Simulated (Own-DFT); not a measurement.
# How HSE06 shifts the pressure of monoclinic HfO2, 94 atoms (Hf32O62), with two O vacancies

Calculated, not measured. Each geometry was run twice at fixed positions with Own-DFT, a retired in-house plane-wave program that no person has reviewed: with PBE, and with HSE06 (exact exchange share 0.25 at short range, screening 0.11 per bohr, Gygi-Baldereschi treatment of its divergence). Both used PseudoDojo norm-conserving files made for PBE, a cutoff of 48 hartree, the Gamma point alone, fixed occupations, a neutral cell and no spin. With Gamma alone and a thickness of 10.1 Å, finite-size errors remain in every number. The hafnium file keeps the 4f electrons in the core, and its forces lie about 75 meV/Å off all-electron values. The oxygen file's force components were 24 meV/Å off all-electron values in a glass.

Unstrained cell vectors in Å: (10.234, 0.000, 0.000); (0.000, 10.350, 0.000); (-1.696, 0.000, 10.445), volume V0 = 1106.4 Å³, from measured lattice constants. Each geometry has its own random strain of a few per cent, its own defect sites and random moves of rms u per axis. HSE06 gave the energy alone. D is its energy less that of PBE, over the lowest D shown. The PBE stress wasn't checked against mesh or cutoff.

```
run,V - V0 (Å³),u (Å),P with PBE (GPa),D (eV)
1,4.2,0.0296,2.87,1.219
2,4.1,0.0510,4.25,1.476
3,-18.9,0.0518,9.79,0.866
4,24.8,0.0299,-1.31,1.653
5,-47.5,0.0286,15.29,0.000
6,-26.8,0.0496,12.08,0.601
7,-19.3,0.0280,8.82,0.639
8,18.7,0.0299,-0.07,1.581
9,-20.0,0.0511,10.13,0.899
10,55.0,0.0487,-5.99,2.620
11,-10.3,0.0322,5.61,0.944
12,-11.6,0.0307,6.90,0.780
13,25.4,0.0298,-0.75,?
```

## What the rows give

D = 1.00 + 0.0238 (V - V0) + 128 u² eV, with an error of 0.0005 on the volume slope, 17 on the last term and a scatter of 0.05 eV. Pressure is -dE/dV, and 1 eV/Å³ is 160.2 GPa, so HSE06 changes the pressure by -3.8 ± 0.1 GPa. With the ions held to the strained lattice, the PBE pressure falls by 246 ± 7 GPa per unit of volume strain; the shape of the strain isn't fitted, so the true error is larger, and a relaxed crystal would be softer. On that slope HSE06's volume at a given pressure is about 1.6 % smaller, or 0.5 % in lengths. At u = 0 and V0 the PBE pressure is 3.4 GPa, which puts the zero-pressure volume, against the measured cell and with the defects in, at +1.4 % for PBE and -0.2 % for HSE06, each good to a few tenths of a per cent.

## Prediction

The question: what D should run 13 give?

The fit gives 1.72 eV, with rows scattering by 0.05. DFT gave 1.713 eV.
